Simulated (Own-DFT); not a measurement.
Simulation results for GaN (wurtzite, strained, atoms displaced)

A calculation, not a measurement: plane-wave PBE density functional theory by an unreviewed code, no spin, of a simulated periodic cell, stress positive in tension, free energy of the whole cell less one offset for each atom, forces on such cells passed a denser k mesh, this cell's mesh not checked; offsets are fitted by least squares, one for each functional and potential file, so energies compare only between cells with the same atoms and settings and are not formation energies; the far tail of each file's local potential was reset to the Coulomb form; each entry is a single point on an unrelaxed cell, so the pressure reflects the starting lattice, mostly measured values (interpolated for alloys), from which strain is counted, and rises with the displacements; printed positions are rounded, which can move forces by about a meV/angstrom; the program, named Own-DFT, is a retired in-house code; no spin-orbit coupling. Program: Own-DFT development build.

Entry: GaN (wurtzite, strained, atoms displaced)

```
cell vectors (Å)
  12.9100    -0.2165    -0.2346
  -4.9818     8.4653     0.0669
  -0.1907    -0.0264    10.2952
atoms (fractions of the cell vectors)
Ga  0.07622  0.22389  0.99927
Ga  0.16757  0.11240  0.23908
N   0.08247  0.20910  0.18980
N   0.16827  0.11684  0.43717
Ga  0.07994  0.21988  0.50498
Ga  0.16338  0.11147  0.74740
N   0.08065  0.21275  0.68393
N   0.16205  0.11206  0.93553
Ga  0.08287  0.55382  0.99998
Ga  0.16576  0.43665  0.25106
N   0.08021  0.55505  0.19456
N   0.16601  0.43661  0.43320
Ga  0.07741  0.55508  0.50002
Ga  0.16173  0.44351  0.74804
N   0.09135  0.55951  0.68332
N   0.16975  0.44130  0.93735
Ga  0.08007  0.89367  0.98954
Ga  0.16279  0.77273  0.25307
N   0.08290  0.88533  0.19013
N   0.16622  0.77558  0.43765
Ga  0.08436  0.89234  0.50229
Ga  0.17294  0.78370  0.76246
N   0.08677  0.87369  0.68523
N   0.16450  0.77758  0.94222
Ga  0.34022  0.22971  0.99931
Ga  0.41526  0.10724  0.23980
N   0.33085  0.22205  0.18610
N   0.41677  0.10862  0.42915
Ga  0.32809  0.21601  0.50447
Ga  0.43041  0.11832  0.74228
N   0.32894  0.22621  0.68882
N   0.41451  0.10902  0.94230
Ga  0.33013  0.54939  0.99814
Ga  0.42079  0.44764  0.24750
N   0.33579  0.55632  0.18848
N   0.41240  0.44110  0.43742
Ga  0.33177  0.54893  0.50240
Ga  0.40960  0.43361  0.75351
N   0.32631  0.54446  0.68905
N   0.41382  0.44514  0.94209
Ga  0.33489  0.88423  0.00229
Ga  0.41918  0.78211  0.24731
N   0.33206  0.89193  0.18860
N   0.41531  0.76994  0.44522
Ga  0.33765  0.89435  0.49366
Ga  0.42137  0.78564  0.74525
N   0.33793  0.89212  0.68467
N   0.40807  0.76855  0.95167
Ga  0.58647  0.22886  0.99463
Ga  0.66628  0.10631  0.25708
N   0.58216  0.21929  0.18548
N   0.67753  0.10906  0.44097
Ga  0.58927  0.23658  0.49804
Ga  0.67297  0.11415  0.75153
N   0.58199  0.21569  0.69381
N   0.66747  0.10791  0.93209
Ga  0.58655  0.55770  0.99990
Ga  0.66511  0.44998  0.24988
N   0.58176  0.54612  0.18208
N   0.66668  0.44426  0.43677
Ga  0.57990  0.56364  0.49443
Ga  0.67365  0.44284  0.75481
N   0.58905  0.55668  0.68268
N   0.65958  0.44126  0.93692
Ga  0.57955  0.88759  0.00822
Ga  0.66062  0.77753  0.25075
N   0.59116  0.90009  0.19087
N   0.66181  0.77465  0.43779
Ga  0.57956  0.89311  0.50580
Ga  0.66734  0.77793  0.73994
N   0.58526  0.90049  0.68852
N   0.66674  0.78183  0.94185
Ga  0.83878  0.23693  0.00768
Ga  0.91892  0.10533  0.25486
N   0.83971  0.22493  0.18950
N   0.92617  0.11418  0.44246
Ga  0.83721  0.21637  0.48867
Ga  0.90847  0.10348  0.74661
N   0.84037  0.22925  0.68574
N   0.91469  0.11094  0.93713
Ga  0.83184  0.55212  0.99911
Ga  0.91586  0.43921  0.24759
N   0.83514  0.55202  0.19470
N   0.91418  0.44249  0.44043
Ga  0.83347  0.54967  0.50019
Ga  0.91969  0.44760  0.75461
N   0.82848  0.54783  0.68838
N   0.90912  0.43201  0.93035
Ga  0.82603  0.88613  0.99622
Ga  0.91165  0.77083  0.24643
N   0.82677  0.87883  0.18005
N   0.91418  0.78449  0.43703
Ga  0.83021  0.89091  0.49880
Ga  0.92116  0.77272  0.74786
N   0.84174  0.89778  0.69607
N   0.91600  0.77600  0.93420
```

| Property | Result |
| --- | --- |
| functional | PBE |
| potential files | PseudoDojo norm-conserving, scalar-relativistic, standard set with the stringent files for Ga |
| wave cutoff | 96 hartree |
| occupations | Gaussian |
| smearing width | 0.01 eV |
| k mesh | 3 x 4 x 3 centred on Gamma |
| free energy of cell above offsets | -4.348 eV |
| pressure | 4.09 GPa |
| stress xx | -1.41 GPa |
| stress yy | -2.21 GPa |
| stress zz | -8.64 GPa |
| stress yz | -0.14 GPa |
| stress xz | -3.97 GPa |
| stress xy | -4.76 GPa |

Force:
```
element  x (eV/Å)  y (eV/Å)  z (eV/Å)
     Ga     1.441    -0.599    -0.081
     Ga     0.815    -1.293     1.506
      N     -1.55     1.549     -0.68
      N     -0.64    -1.064    -0.143
     Ga     2.795     1.243    -0.929
     Ga     0.401    -0.753     0.264
      N    -0.875     0.816     1.635
      N     0.334     0.494      0.24
     Ga     0.306     0.119     0.337
     Ga      0.02     0.316    -0.565
      N     1.088    -0.707    -1.262
      N     -1.07     0.474      1.27
     Ga     1.787     0.378    -0.648
     Ga     0.767    -0.843    -0.235
      N    -1.311     0.117     1.615
      N    -2.221    -0.098     0.081
     Ga     1.096     0.027     1.779
     Ga    -0.068     0.819     -0.59
      N    -0.426     0.022    -0.819
      N    -0.429     0.225     0.563
     Ga     0.362    -0.028    -1.484
     Ga     0.937    -0.587    -2.246
      N    -1.248     1.329     0.965
      N    -0.158    -0.337     0.698
     Ga    -0.735    -1.377    -0.241
     Ga    -0.457     1.075     0.453
      N     0.933     0.442     0.032
      N     0.134     0.867     1.141
     Ga     0.859     0.714    -1.264
     Ga    -3.788    -1.839     1.805
      N     1.522    -1.456     0.224
      N     0.152     0.102    -0.979
     Ga     0.785     0.321     0.687
     Ga    -0.925    -0.971     0.263
      N     -0.18     0.081     0.131
      N     0.371    -0.047    -0.068
     Ga    -0.237    -0.166    -0.408
     Ga     0.389     1.917    -0.396
      N     0.775     1.302      0.56
      N     0.667     0.333    -0.465
     Ga    -0.738     0.772    -0.128
     Ga    -0.502    -0.546      0.62
      N      0.51    -1.371     0.318
      N    -0.585     0.757    -1.094
     Ga    -0.151    -0.951     0.276
     Ga    -0.614    -1.417     0.881
      N    -0.262     0.245     0.619
      N     0.894     0.905    -1.765
     Ga     0.351    -1.825     0.664
     Ga    -0.291     1.919    -1.003
      N     0.804       0.5     0.394
      N    -2.719    -0.418    -0.082
     Ga    -0.059    -1.989     0.193
     Ga     0.351     0.651    -0.712
      N      2.47      2.29    -1.731
      N    -0.519     0.479     2.074
     Ga    -0.688     0.328    -1.115
     Ga      1.21    -1.421    -0.195
      N    -0.569       1.5     1.149
      N    -0.611     1.052      0.02
     Ga     0.837    -1.699     0.763
     Ga    -1.862    -0.083    -1.156
      N    -0.599    -0.417     0.925
      N     0.784     0.957     0.438
     Ga     0.545     0.431    -1.826
     Ga     1.194    -0.329    -0.664
      N    -0.652    -1.581     0.389
      N    -0.321     1.362     0.057
     Ga     0.771    -0.236     -1.05
     Ga    -0.044    -0.045     1.216
      N     1.062    -1.252     0.461
      N    -1.731    -1.256     -1.24
     Ga     0.189    -3.365    -1.088
     Ga    -0.036    -0.362    -1.112
      N    -0.298    -0.985     1.001
      N    -2.818    -1.589    -1.193
     Ga     1.056     1.502     1.944
     Ga     0.704     2.418     0.891
      N    -0.447    -0.501    -0.386
      N    -1.076    -0.078     0.214
     Ga     0.162     0.523     0.326
     Ga    -0.249     0.659     0.996
      N    -0.591    -0.451    -1.247
      N    -0.335    -0.445    -0.637
     Ga    -0.264     1.052    -0.418
     Ga     0.605    -0.203    -2.782
      N     1.393     0.784     0.021
      N    -0.052     2.557     2.064
     Ga     1.752     1.146    -0.293
     Ga     0.497     1.162     0.228
      N    -0.017     0.516     1.768
      N     0.141    -0.965     0.522
     Ga     1.034    -0.323     0.448
     Ga    -0.619     0.285    -0.453
      N    -0.377    -2.688    -1.617
      N    -1.037    -0.876     0.362
```
